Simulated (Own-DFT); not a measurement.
Simulation results for Al$_{3}$GaN$_{4}$ (wurtzite random alloy, strained, atoms displaced)

All values are calculated (Own-DFT development build). A calculation, not a measurement: plane-wave PBE density functional theory by an unreviewed code, no spin, of a simulated periodic cell, stress positive in tension, free energy of the whole cell less one offset for each atom, forces on such cells passed a denser k mesh, this cell's mesh not checked; offsets are fitted by least squares, one for each functional and potential file, so energies compare only between cells with the same atoms and settings and are not formation energies; the far tail of each file's local potential was reset to the Coulomb form; each entry is a single point on an unrelaxed cell, so the pressure reflects the starting lattice, mostly measured values, from which strain is counted, and rises with the displacements; printed positions are rounded, which can move forces by about a meV/angstrom; the program is a retired in-house code; no spin-orbit coupling.

Common to all runs: functional PBE; potential files PseudoDojo norm-conserving, scalar-relativistic, standard set; wave cutoff 42 hartree; occupations Fermi-Dirac; smearing width 0.1 eV; k mesh 4 x 4 x 3 centred on Gamma.

(1) Al$_{3}$GaN$_{4}$ (wurtzite random alloy, strained, atoms displaced)

```cif
# cell vector a (Å): 9.3233 0.0000 0.0000
# cell vector b (Å): -4.6616 8.0742 0.0000
# cell vector c (Å): 0.0000 0.0000 10.0655
data_Al3GaN4
_symmetry_space_group_name_H-M 'P 1'
_symmetry_Int_Tables_number 1
_cell_length_a 9.3233
_cell_length_b 9.3233
_cell_length_c 10.0655
_cell_angle_alpha 90.000
_cell_angle_beta 90.000
_cell_angle_gamma 120.000
_cell_volume 757.71
loop_
_atom_site_label
_atom_site_type_symbol
_atom_site_fract_x
_atom_site_fract_y
_atom_site_fract_z
_atom_site_occupancy
Al1 Al 0.11375 0.23090 0.00092 1
Al2 Al 0.22565 0.11105 0.24640 1
N1 N 0.11788 0.22727 0.19194 1
N2 N 0.20868 0.10664 0.43970 1
Ga1 Ga 0.12166 0.22817 0.50585 1
Al3 Al 0.21903 0.10878 0.74948 1
N3 N 0.10229 0.20792 0.68370 1
N4 N 0.22243 0.10649 0.94481 1
Al4 Al 0.12722 0.56313 0.00375 1
Al5 Al 0.22395 0.44312 0.25343 1
N5 N 0.11499 0.55856 0.19323 1
N6 N 0.21801 0.44683 0.43902 1
Al6 Al 0.12691 0.55727 0.50539 1
Ga2 Ga 0.22584 0.44771 0.74474 1
N7 N 0.11556 0.55283 0.69002 1
N8 N 0.21911 0.43988 0.94715 1
Al7 Al 0.11124 0.87726 0.00604 1
Al8 Al 0.22546 0.78299 0.24783 1
N9 N 0.10929 0.88430 0.18999 1
N10 N 0.22972 0.78031 0.43973 1
Al9 Al 0.10796 0.88165 0.49663 1
Al10 Al 0.22848 0.77273 0.75173 1
N11 N 0.11275 0.89380 0.69005 1
N12 N 0.22926 0.78732 0.93867 1
Ga3 Ga 0.44447 0.21602 0.99566 1
Ga4 Ga 0.55308 0.11293 0.26118 1
N13 N 0.44377 0.22159 0.19594 1
N14 N 0.55985 0.11876 0.44028 1
Ga5 Ga 0.43974 0.21615 0.49789 1
Ga6 Ga 0.54992 0.10896 0.75140 1
N15 N 0.44549 0.22117 0.68490 1
N16 N 0.55887 0.10787 0.94989 1
Al11 Al 0.43408 0.54320 0.00170 1
Al12 Al 0.55668 0.43955 0.25158 1
N17 N 0.45001 0.55095 0.18641 1
N18 N 0.55205 0.45119 0.44562 1
Al13 Al 0.44549 0.56258 0.50020 1
Al14 Al 0.54809 0.44180 0.74975 1
N19 N 0.44127 0.55438 0.68370 1
N20 N 0.55726 0.44806 0.93500 1
Al15 Al 0.43386 0.88680 0.00290 1
Al16 Al 0.55157 0.77417 0.24096 1
N21 N 0.45041 0.88098 0.18293 1
N22 N 0.55355 0.77782 0.44575 1
Al17 Al 0.44203 0.88343 0.48680 1
Al18 Al 0.55799 0.77971 0.74938 1
N23 N 0.45329 0.88935 0.69199 1
N24 N 0.55596 0.76822 0.93765 1
Ga7 Ga 0.77603 0.22281 0.00283 1
Al19 Al 0.88516 0.10283 0.24922 1
N25 N 0.78414 0.22618 0.18911 1
N26 N 0.88576 0.10998 0.44090 1
Ga8 Ga 0.78847 0.23066 0.50128 1
Al20 Al 0.88097 0.10044 0.74922 1
N27 N 0.77780 0.22239 0.69302 1
N28 N 0.87618 0.10349 0.94335 1
Al21 Al 0.77405 0.55856 0.00172 1
Al22 Al 0.87592 0.44567 0.24348 1
N29 N 0.78948 0.56891 0.19572 1
N30 N 0.89219 0.44186 0.44320 1
Al23 Al 0.78116 0.55163 0.50222 1
Al24 Al 0.89107 0.44570 0.74786 1
N31 N 0.78555 0.55203 0.68015 1
N32 N 0.89894 0.45338 0.94475 1
Al25 Al 0.77274 0.88556 0.00878 1
Ga9 Ga 0.88328 0.77167 0.24986 1
N33 N 0.77565 0.89102 0.18054 1
N34 N 0.88443 0.77231 0.43682 1
Al26 Al 0.78242 0.89023 0.49542 1
Al27 Al 0.88974 0.77507 0.74740 1
N35 N 0.77224 0.89239 0.68858 1
N36 N 0.89200 0.78652 0.93919 1
```

It finds free energy of cell above offsets -16.767 eV; pressure 9.78 GPa; stress xx -10.15 GPa; stress yy -10.56 GPa; stress zz -8.63 GPa; stress yz -0.57 GPa; stress xz -0.19 GPa; stress xy 2.16 GPa.

Force:
```csv
element,x (eV/Å),y (eV/Å),z (eV/Å)
Al,-0.387,-3.21,0.545
Al,-1.414,-0.242,0.586
N,-0.468,-1.015,-0.327
N,2.369,-1.44,-1.56
Ga,-1.925,-0.447,-1.893
Al,0.501,0.061,0.607
N,-0.075,0.964,3.316
N,-1.484,-0.179,-0.903
Al,-1.948,-0.5,0.371
Al,-0.402,0.388,-0.477
N,-0.174,0.083,-0.283
N,2.234,0.44,-0.228
Al,-3.06,0.429,-0.995
Ga,0.254,-2.173,1.489
N,-1.587,1.134,-0.122
N,0.101,1.101,-1.377
Al,-1.877,1.531,-1.106
Al,0.588,-1.239,0.387
N,0.89,1.088,0.179
N,-1.415,-0.64,-0.534
Al,-0.293,0.7,0.652
Al,-0.778,1.419,-0.719
N,0.865,-1.713,-0.504
N,-0.278,-2.005,-0.323
Ga,-0.311,0.955,0.914
Ga,1.621,-0.409,-2.691
N,-0.081,0.481,-0.644
N,0.478,-2.077,1.469
Ga,-0.968,0.97,-0.054
Ga,1.165,0.193,0.461
N,-1.727,0.553,1.684
N,-1.142,-1.114,-1.377
Al,1.295,1.634,-0.413
Al,-0.412,1.063,0.851
N,-0.65,-0.056,0.772
N,1.192,-0.306,-1.271
Al,0.093,-0.872,-0.479
Al,1.254,0.353,-1.095
N,1.384,0.744,0.642
N,0.026,-0.302,0.403
Al,3.306,0.49,-0.893
Al,1.533,-0.659,1.242
N,-2.402,0.805,1.294
N,0.925,0.295,-2.22
Al,0.844,2.147,2.486
Al,0.251,-0.568,0.523
N,-1.663,-1.246,-1.301
N,-1.387,0.011,0.629
Ga,0.959,0.906,-0.308
Al,0.263,1.87,0.307
N,-0.474,-0.219,1.629
N,1.113,-0.851,-1.303
Ga,-0.525,-1.591,0.812
Al,-0.302,1.539,0.987
N,0.716,0.412,0.605
N,2.353,0.436,-0.887
Al,1.123,0.569,-0.67
Al,3.803,-0.493,1.499
N,-2.14,-4.702,-2.585
N,0.053,2.95,-1.49
Al,-0.693,-0.149,-1.365
Al,0.285,-0.62,1.022
N,-1.552,0.641,2.37
N,-0.562,0.779,-0.745
Al,0.092,0.173,-3.793
Ga,-0.288,3.772,0.745
N,-0.247,-0.547,3.386
N,0.433,0.263,1.467
Al,-0.804,-0.064,0.999
Al,-0.568,0.479,0.257
N,1.744,-1.885,-0.867
N,0.358,-1.288,0.213
```

(2) Al$_{3}$GaN$_{4}$ (wurtzite random alloy, strained, atoms displaced)

```cif
# cell vector a (Å): 9.3233 0.0000 0.0000
# cell vector b (Å): -4.6616 8.0742 0.0000
# cell vector c (Å): 0.0000 0.0000 10.0655
data_Al3GaN4
_symmetry_space_group_name_H-M 'P 1'
_symmetry_Int_Tables_number 1
_cell_length_a 9.3233
_cell_length_b 9.3233
_cell_length_c 10.0655
_cell_angle_alpha 90.000
_cell_angle_beta 90.000
_cell_angle_gamma 120.000
_cell_volume 757.71
loop_
_atom_site_label
_atom_site_type_symbol
_atom_site_fract_x
_atom_site_fract_y
_atom_site_fract_z
_atom_site_occupancy
Al1 Al 0.11720 0.22193 0.99471 1
Al2 Al 0.22623 0.11067 0.23984 1
N1 N 0.11521 0.22059 0.18726 1
N2 N 0.23106 0.11283 0.44238 1
Al3 Al 0.10511 0.21492 0.50090 1
Al4 Al 0.22264 0.11876 0.75249 1
N3 N 0.11047 0.21384 0.68968 1
N4 N 0.21047 0.09594 0.93203 1
Al5 Al 0.11274 0.55908 0.99558 1
Ga1 Ga 0.22395 0.45351 0.24707 1
N5 N 0.11568 0.55728 0.18463 1
N6 N 0.21867 0.43565 0.44039 1
Al6 Al 0.10549 0.54980 0.49547 1
Al7 Al 0.22833 0.43987 0.74864 1
N7 N 0.10719 0.55914 0.68714 1
N8 N 0.21677 0.43881 0.93734 1
Al8 Al 0.12234 0.89091 0.00045 1
Ga2 Ga 0.22752 0.78580 0.24820 1
N9 N 0.11222 0.88749 0.19196 1
N10 N 0.21730 0.76971 0.43419 1
Al9 Al 0.11123 0.88290 0.49393 1
Ga3 Ga 0.22473 0.78159 0.75722 1
N11 N 0.11037 0.88878 0.69044 1
N12 N 0.23372 0.78298 0.94368 1
Al10 Al 0.43871 0.21917 0.00611 1
Ga4 Ga 0.55512 0.10927 0.25397 1
N13 N 0.45317 0.22099 0.19127 1
N14 N 0.56032 0.10683 0.43191 1
Al11 Al 0.44162 0.21997 0.49540 1
Al12 Al 0.56064 0.11850 0.74796 1
N15 N 0.45009 0.22931 0.70037 1
N16 N 0.56024 0.11154 0.93812 1
Al13 Al 0.44209 0.55248 0.00504 1
Ga5 Ga 0.55306 0.44656 0.26194 1
N17 N 0.44042 0.56397 0.18132 1
N18 N 0.55577 0.44440 0.43290 1
Al14 Al 0.44684 0.54523 0.50200 1
Al15 Al 0.56091 0.44584 0.74578 1
N19 N 0.44370 0.55359 0.68099 1
N20 N 0.56495 0.45171 0.93371 1
Al16 Al 0.44033 0.88503 0.99676 1
Al17 Al 0.55573 0.77764 0.24665 1
N21 N 0.44507 0.89330 0.19106 1
N22 N 0.55826 0.77530 0.44362 1
Al18 Al 0.45077 0.88517 0.49485 1
Al19 Al 0.55678 0.76904 0.75749 1
N23 N 0.44786 0.90144 0.68229 1
N24 N 0.55103 0.77538 0.94213 1
Al20 Al 0.78367 0.23418 0.01267 1
Ga6 Ga 0.88503 0.10447 0.24545 1
N25 N 0.77426 0.22055 0.19541 1
N26 N 0.88778 0.12222 0.44772 1
Ga7 Ga 0.78267 0.22192 0.50439 1
Al21 Al 0.88616 0.10828 0.74925 1
N27 N 0.78329 0.23186 0.69030 1
N28 N 0.89977 0.11884 0.94501 1
Al22 Al 0.77431 0.55690 0.00518 1
Al23 Al 0.88955 0.44549 0.25163 1
N29 N 0.77581 0.56154 0.18708 1
N30 N 0.88959 0.45193 0.43982 1
Al24 Al 0.76622 0.55437 0.50466 1
Al25 Al 0.88920 0.44281 0.75311 1
N31 N 0.77352 0.54298 0.68706 1
N32 N 0.88690 0.43613 0.94091 1
Ga8 Ga 0.78330 0.88717 0.00065 1
Ga9 Ga 0.88599 0.77365 0.24832 1
N33 N 0.78174 0.89666 0.19934 1
N34 N 0.89203 0.78693 0.43483 1
Al26 Al 0.76694 0.87543 0.49824 1
Al27 Al 0.88758 0.77109 0.74380 1
N35 N 0.78105 0.88312 0.69976 1
N36 N 0.88273 0.78651 0.94266 1
```

Results for Al$_{3}$GaN$_{4}$ (wurtzite random alloy, strained, atoms displaced): free energy of cell above offsets -15.676 eV; pressure 10.21 GPa; stress xx -10.96 GPa; stress yy -9.91 GPa; stress zz -9.77 GPa; stress yz -0.72 GPa; stress xz -0.07 GPa; stress xy 0.34 GPa.

Force:
```csv
element,x (eV/Å),y (eV/Å),z (eV/Å)
Al,-0.696,-0.459,0.849
Al,-0.363,0.281,1.842
N,0.551,0.165,-0.63
N,-1.641,-0.952,-1.232
Al,0.868,0.179,-0.248
Al,1.523,-1.829,-1.246
N,-1.166,1.348,-0.207
N,1.167,2.38,1.819
Al,0.186,-0.94,0.301
Ga,0.373,-2.009,0.946
N,-2.453,0.1,-0.712
N,0.354,0.831,0.652
Al,0.689,0.602,0.832
Al,-1.804,0.196,-0.463
N,1.284,-1.232,0.404
N,1.054,1.09,-0.227
Al,-2.017,-1.264,0.188
Ga,0.199,-1.522,0.32
N,-0.597,1.314,-1.688
N,0.858,0.565,1.486
Al,0.253,0.79,1.097
Ga,0.329,0.175,-2.097
N,-0.633,0.439,-0.685
N,-2.114,-1.478,0.48
Al,1.353,0.354,-2.074
Ga,0.713,-0.018,-1.143
N,-2.692,0.779,-0.917
N,-1.526,0.165,3.466
Al,1.716,-0.403,1.346
Al,0.225,-0.439,0.761
N,-0.766,-0.757,-2.173
N,-0.561,0.148,0.805
Al,0.262,0.083,-2.447
Ga,-0.135,0.076,-5.244
N,1.755,-0.061,1.717
N,0.129,-0.553,4.725
Al,-2.408,0.957,-1.104
Al,-0.865,0.014,1.24
N,0.752,0.005,1.745
N,-1.627,-1.092,1.083
Al,2.288,2.2,1.059
Al,-0.322,0.834,0.551
N,1.704,-1.178,-1.482
N,-0.641,-1.733,-1.504
Al,-1.75,0.207,0.69
Al,-0.94,1.299,-1.18
N,1.547,-1.056,0.662
N,-0.178,-0.658,-0.046
Al,0.292,-2.818,-1.486
Ga,0.542,3.556,1.838
N,0.731,1.87,-0.688
N,3.252,-3.561,-1.249
Ga,-2.599,1.657,-0.157
Al,0.128,0.337,0.933
N,0.303,-1.54,1.193
N,-1.645,-0.026,-0.791
Al,0.725,0.459,-1.404
Al,0.021,0.241,-0.029
N,0.912,-2.225,0.224
N,-0.993,0.08,-0.589
Al,2.551,0.621,-1.161
Al,0.498,0.383,-0.068
N,-0.147,1.736,0.182
N,-0.568,2.932,0.016
Ga,-3.43,2.523,1.075
Ga,0.214,1.412,0.164
N,-0.987,-3.802,-1.533
N,-0.124,-1.511,2.038
Al,1.21,2.833,1.192
Al,0.639,0.351,1.337
N,-1.378,0.014,-1.724
N,5.614,-3.468,-1.63
```

(3) Al$_{3}$GaN$_{4}$ (wurtzite random alloy, strained, atoms displaced)

```cif
# cell vector a (Å): 9.3233 0.0000 0.0000
# cell vector b (Å): -4.6616 8.0742 0.0000
# cell vector c (Å): 0.0000 0.0000 10.0655
data_Al3GaN4
_symmetry_space_group_name_H-M 'P 1'
_symmetry_Int_Tables_number 1
_cell_length_a 9.3233
_cell_length_b 9.3233
_cell_length_c 10.0655
_cell_angle_alpha 90.000
_cell_angle_beta 90.000
_cell_angle_gamma 120.000
_cell_volume 757.71
loop_
_atom_site_label
_atom_site_type_symbol
_atom_site_fract_x
_atom_site_fract_y
_atom_site_fract_z
_atom_site_occupancy
Al1 Al 0.11543 0.21686 0.00195 1
Al2 Al 0.21274 0.09951 0.23397 1
N1 N 0.10742 0.21607 0.18908 1
N2 N 0.22196 0.11226 0.43938 1
Ga1 Ga 0.12017 0.22394 0.49894 1
Al3 Al 0.22145 0.11836 0.74575 1
N3 N 0.11435 0.22484 0.69763 1
N4 N 0.23264 0.10973 0.92899 1
Ga2 Ga 0.11144 0.54633 0.00334 1
Al4 Al 0.22558 0.44904 0.25311 1
N5 N 0.11712 0.55203 0.18679 1
N6 N 0.21848 0.44832 0.43826 1
Al5 Al 0.12222 0.55584 0.50803 1
Al6 Al 0.21236 0.43575 0.76157 1
N7 N 0.10833 0.55800 0.68791 1
N8 N 0.20491 0.43769 0.93768 1
Al7 Al 0.12326 0.88908 0.00308 1
Al8 Al 0.23432 0.78504 0.25479 1
N9 N 0.11786 0.89676 0.19162 1
N10 N 0.22255 0.78580 0.43762 1
Al9 Al 0.10980 0.88832 0.49967 1
Ga3 Ga 0.21820 0.77192 0.74952 1
N11 N 0.11208 0.89276 0.69418 1
N12 N 0.23404 0.78478 0.94121 1
Al10 Al 0.45297 0.23241 0.00685 1
Al11 Al 0.54173 0.09647 0.24523 1
N13 N 0.44275 0.22049 0.19144 1
N14 N 0.56350 0.11443 0.44279 1
Al12 Al 0.44149 0.22396 0.50335 1
Al13 Al 0.57556 0.12729 0.74915 1
N15 N 0.44098 0.21984 0.68864 1
N16 N 0.55711 0.11794 0.93904 1
Al14 Al 0.45300 0.56006 0.99620 1
Ga4 Ga 0.55130 0.43831 0.25876 1
N17 N 0.44381 0.54947 0.19074 1
N18 N 0.56214 0.44438 0.44042 1
Al15 Al 0.44042 0.54677 0.50101 1
Al16 Al 0.54778 0.44801 0.75305 1
N19 N 0.44395 0.55685 0.68375 1
N20 N 0.54417 0.44091 0.95289 1
Al17 Al 0.44212 0.89178 0.99936 1
Al18 Al 0.55078 0.78003 0.24035 1
N21 N 0.44224 0.87928 0.19112 1
N22 N 0.55139 0.76637 0.44175 1
Al19 Al 0.44430 0.88114 0.49706 1
Al20 Al 0.56044 0.77917 0.73801 1
N23 N 0.45163 0.89694 0.69068 1
N24 N 0.55575 0.77432 0.93090 1
Al21 Al 0.78273 0.22531 0.00248 1
Ga5 Ga 0.89044 0.10825 0.24835 1
N25 N 0.77402 0.22904 0.19254 1
N26 N 0.89122 0.10945 0.43745 1
Al22 Al 0.77744 0.21712 0.50078 1
Al23 Al 0.87951 0.11466 0.74813 1
N27 N 0.77924 0.21655 0.69263 1
N28 N 0.88876 0.10851 0.93634 1
Ga6 Ga 0.77862 0.56059 0.98994 1
Ga7 Ga 0.89535 0.44517 0.25890 1
N29 N 0.78080 0.55871 0.19792 1
N30 N 0.88979 0.44970 0.43342 1
Al24 Al 0.78940 0.55908 0.50321 1
Al25 Al 0.89960 0.45017 0.74511 1
N31 N 0.77728 0.56309 0.69171 1
N32 N 0.89364 0.45206 0.93181 1
Ga8 Ga 0.77551 0.88839 0.00354 1
Al26 Al 0.88971 0.77931 0.25255 1
N33 N 0.78052 0.89427 0.19820 1
N34 N 0.89340 0.78309 0.44845 1
Al27 Al 0.77529 0.88302 0.49585 1
Ga9 Ga 0.88323 0.78130 0.75814 1
N35 N 0.77365 0.88559 0.69111 1
N36 N 0.88489 0.77282 0.94197 1
```

It finds free energy of cell above offsets -15.779 eV; pressure 10.12 GPa; stress xx -11.03 GPa; stress yy -10.75 GPa; stress zz -8.56 GPa; stress yz -0.5 GPa; stress xz 0.64 GPa; stress xy 1.56 GPa.

Force:
```csv
element,x (eV/Å),y (eV/Å),z (eV/Å)
Al,-0.477,-0.248,-1.031
Al,0.555,4.178,2.99
N,1.283,1.638,-0.685
N,1.588,-0.912,-1.212
Ga,-1.647,-0.2,0.691
Al,1.601,-1.668,0.433
N,-1.828,-0.09,-0.795
N,-0.988,0.352,2.607
Ga,-2.142,2.372,0.122
Al,0.39,-1.16,-0.736
N,-0.106,1.587,1.89
N,1.501,0.058,-0.129
Al,-2.363,0.816,-1.758
Al,0.633,1.475,-2.319
N,1.791,-1.628,-0.089
N,4.3,-1.068,0.476
Al,-1.324,0.119,-1.182
Al,-2.094,-1.991,-0.599
N,0.303,-4.021,-1.031
N,1.104,-1.24,0.598
Al,0.113,1.059,1.184
Ga,0.531,2.723,0.47
N,-0.307,0.245,-1.166
N,-1.197,-1.273,0.499
Al,-0.214,-2.187,-0.789
Al,1.189,2.741,1.462
N,-0.27,-1.823,-0.386
N,-1.336,-1.281,-0.864
Al,1.212,-0.525,-0.652
Al,-3.733,-2.47,0.613
N,0.719,1.351,0.474
N,0.936,-0.051,0.642
Al,-2.518,0.005,1.268
Ga,1.042,0.799,-1.247
N,-1.231,1.447,-0.933
N,-0.61,0.003,2.422
Al,0.573,0.377,-0.731
Al,1.224,-0.863,-0.344
N,-1.05,-0.707,1.49
N,1.121,0.632,-2.922
Al,1.877,0.47,-1.037
Al,2.75,-2.019,2.113
N,-0.855,1.567,-1.45
N,-0.289,0.717,-1.075
Al,-0.157,1.59,1.047
Al,-1.728,-0.171,1.053
N,0.377,-0.252,-0.703
N,-1.147,0.172,0.742
Al,-0.448,0.271,-0.131
Ga,-1.517,1.993,0.704
N,0.071,-2.096,-1.227
N,-0.701,-0.225,1.535
Al,0.386,0.82,-0.778
Al,3.6,-2.069,0.893
N,-0.273,3.372,-1.95
N,-0.024,1.192,0.44
Ga,0.28,-2.139,2.622
Ga,-0.65,0.571,-2.958
N,-0.083,0.63,-1.137
N,1.64,-0.659,5.234
Al,-1.548,0.1,-0.124
Al,-2.509,-0.62,0.626
N,0.492,-2.375,-0.047
N,-0.016,-1.663,-0.033
Ga,0.142,0.061,-0.224
Al,0.232,-0.455,0.48
N,-0.414,-2.864,-0.88
N,0.032,-0.838,-1.613
Al,-0.304,0.685,0.799
Ga,1.414,0.578,-1.301
N,-0.247,2.083,-1.454
N,1.344,3,1.106
```

(4) Al$_{3}$GaN$_{4}$ (wurtzite random alloy, strained, atoms displaced)

```cif
# cell vector a (Å): 9.3233 0.0000 0.0000
# cell vector b (Å): -4.6616 8.0742 0.0000
# cell vector c (Å): 0.0000 0.0000 10.0655
data_Al3GaN4
_symmetry_space_group_name_H-M 'P 1'
_symmetry_Int_Tables_number 1
_cell_length_a 9.3233
_cell_length_b 9.3233
_cell_length_c 10.0655
_cell_angle_alpha 90.000
_cell_angle_beta 90.000
_cell_angle_gamma 120.000
_cell_volume 757.71
loop_
_atom_site_label
_atom_site_type_symbol
_atom_site_fract_x
_atom_site_fract_y
_atom_site_fract_z
_atom_site_occupancy
Al1 Al 0.11346 0.22044 0.00020 1
Ga1 Ga 0.22682 0.10914 0.25528 1
N1 N 0.10657 0.21608 0.18649 1
N2 N 0.22007 0.09537 0.44394 1
Al2 Al 0.11174 0.23249 0.50699 1
Al3 Al 0.22248 0.11270 0.74529 1
N3 N 0.10863 0.21837 0.69193 1
N4 N 0.22226 0.11272 0.93835 1
Ga2 Ga 0.11259 0.55234 0.00090 1
Al4 Al 0.21449 0.43770 0.25432 1
N5 N 0.10555 0.56653 0.20440 1
N6 N 0.22058 0.43649 0.43493 1
Al5 Al 0.11392 0.54824 0.50063 1
Al6 Al 0.22167 0.44388 0.75059 1
N7 N 0.10974 0.55316 0.69867 1
N8 N 0.22745 0.44416 0.93108 1
Al7 Al 0.11790 0.89964 0.99245 1
Ga3 Ga 0.22940 0.78631 0.24661 1
N9 N 0.10688 0.87957 0.19320 1
N10 N 0.21793 0.77330 0.43522 1
Al8 Al 0.11534 0.88808 0.49573 1
Al9 Al 0.22258 0.78359 0.75112 1
N11 N 0.09895 0.87763 0.68254 1
N12 N 0.22668 0.78333 0.94609 1
Al10 Al 0.45492 0.22109 0.99782 1
Ga4 Ga 0.55720 0.10012 0.24470 1
N13 N 0.43705 0.21351 0.19536 1
N14 N 0.56202 0.11030 0.43658 1
Al11 Al 0.45039 0.22372 0.50727 1
Ga5 Ga 0.55784 0.11765 0.74579 1
N15 N 0.43403 0.21382 0.68491 1
N16 N 0.55237 0.10781 0.94187 1
Al12 Al 0.45161 0.56002 0.99914 1
Al13 Al 0.55186 0.44191 0.24821 1
N17 N 0.45280 0.55639 0.19514 1
N18 N 0.56114 0.44273 0.43770 1
Al14 Al 0.44549 0.55731 0.50032 1
Al15 Al 0.54775 0.45197 0.75284 1
N19 N 0.46013 0.55191 0.68840 1
N20 N 0.56200 0.43923 0.94139 1
Ga6 Ga 0.44712 0.89059 0.99932 1
Al16 Al 0.55750 0.77838 0.24431 1
N21 N 0.46035 0.88380 0.19002 1
N22 N 0.55552 0.77527 0.43678 1
Al17 Al 0.44210 0.88743 0.49993 1
Al18 Al 0.55175 0.78752 0.74299 1
N23 N 0.44744 0.88909 0.68813 1
N24 N 0.55074 0.77403 0.93132 1
Al19 Al 0.78313 0.22100 0.99669 1
Al20 Al 0.89357 0.12027 0.25225 1
N25 N 0.77775 0.22151 0.18940 1
N26 N 0.89316 0.11305 0.44243 1
Al21 Al 0.78465 0.22661 0.49273 1
Al22 Al 0.89742 0.11295 0.74451 1
N27 N 0.78039 0.22956 0.69331 1
N28 N 0.89878 0.11143 0.94681 1
Al23 Al 0.77352 0.54866 0.00913 1
Al24 Al 0.88438 0.43435 0.24979 1
N29 N 0.78971 0.56139 0.18533 1
N30 N 0.88716 0.44823 0.43913 1
Ga7 Ga 0.77758 0.55314 0.49382 1
Ga8 Ga 0.88685 0.42590 0.74899 1
N31 N 0.77859 0.55952 0.68647 1
N32 N 0.87653 0.44131 0.94251 1
Ga9 Ga 0.76803 0.89013 0.99699 1
Al25 Al 0.89319 0.77715 0.24865 1
N33 N 0.78186 0.89390 0.19047 1
N34 N 0.87968 0.77618 0.43238 1
Al26 Al 0.77152 0.88663 0.48895 1
Al27 Al 0.87813 0.77144 0.75266 1
N35 N 0.77051 0.88240 0.69312 1
N36 N 0.89374 0.78081 0.94230 1
```

Results for Al$_{3}$GaN$_{4}$ (wurtzite random alloy, strained, atoms displaced): free energy of cell above offsets -15.607 eV; pressure 10.12 GPa; stress xx -11.32 GPa; stress yy -12.14 GPa; stress zz -6.88 GPa; stress yz 0.6 GPa; stress xz -0.56 GPa; stress xy 0.55 GPa.

Force:
```csv
element,x (eV/Å),y (eV/Å),z (eV/Å)
Al,0.551,0.554,0.103
Ga,-1.83,-1.262,0.145
N,0.011,1.637,0.47
N,-0.526,3.753,0.823
Al,1.507,-2.915,-0.828
Al,-0.366,-1.913,0.521
N,0.596,1.598,-0.569
N,1.158,1.05,-0.761
Ga,-1.034,0.327,0.591
Al,0.398,0.972,-1.825
N,2.286,-3.479,-1.699
N,0.234,1.226,1.6
Al,-1.517,1.304,-0.112
Al,0.892,0.324,-0.576
N,1.728,0.873,-1.801
N,0.607,-0.371,1.79
Al,-0.706,-1.802,1.664
Ga,0.653,0.025,0.468
N,-0.382,2.033,-2
N,1.303,-0.154,2.093
Al,-1.606,-2.244,0.56
Al,-0.41,-0.68,0.089
N,0.686,1.301,1.205
N,-1.013,-0.393,-1.62
Al,-2.329,0.013,1.06
Ga,-1.034,1.416,1.131
N,2.162,1.857,-2.236
N,-0.38,-0.135,1.559
Al,-0.274,-0.489,-2.649
Ga,-0.138,-0.684,0.732
N,0.131,1.853,1.338
N,1.677,1.28,-0.515
Al,-0.065,-1.106,0.323
Al,1.838,-0.268,0.529
N,-2.021,-0.315,-1.404
N,-2.656,-1.161,-0.487
Al,1.335,-0.526,-0.592
Al,5.93,-2.669,1.022
N,-6.495,2.579,-1.685
N,-1.703,0.511,-0.18
Ga,0.225,-0.796,0.289
Al,2.678,-1.127,1.647
N,-2.668,0.023,-1.017
N,-1.377,-0.1,0.114
Al,0.089,0.07,-0.814
Al,2.446,-1.97,0.823
N,-2.174,0.066,-0.75
N,-0.206,-0.624,-0.259
Al,-0.359,-0.052,0.445
Al,0.306,-1.794,-0.42
N,1.131,0.29,-0.878
N,-0.183,0.471,-0.197
Al,-0.909,-0.334,0.857
Al,-1.826,-1.757,1.259
N,1.497,-5.627,-3.054
N,-1.631,1.314,-2.251
Al,0.5,1.986,-1.847
Al,-0.816,2.05,0.171
N,-1.358,-1.742,1.889
N,2.931,-1.673,-0.527
Ga,-0.508,1.622,1.631
Ga,-2.036,6.431,1.947
N,-0.474,-1.576,1.034
N,1.753,-0.647,0.178
Ga,2.087,-0.584,0.657
Al,-1.049,0.094,-0.29
N,-0.232,-0.098,0.819
N,1.167,1.16,0.375
Al,1.189,0.053,1.474
Al,0.895,0.161,-0.036
N,0,1.699,-1.177
N,-0.283,-0.908,-0.37
```
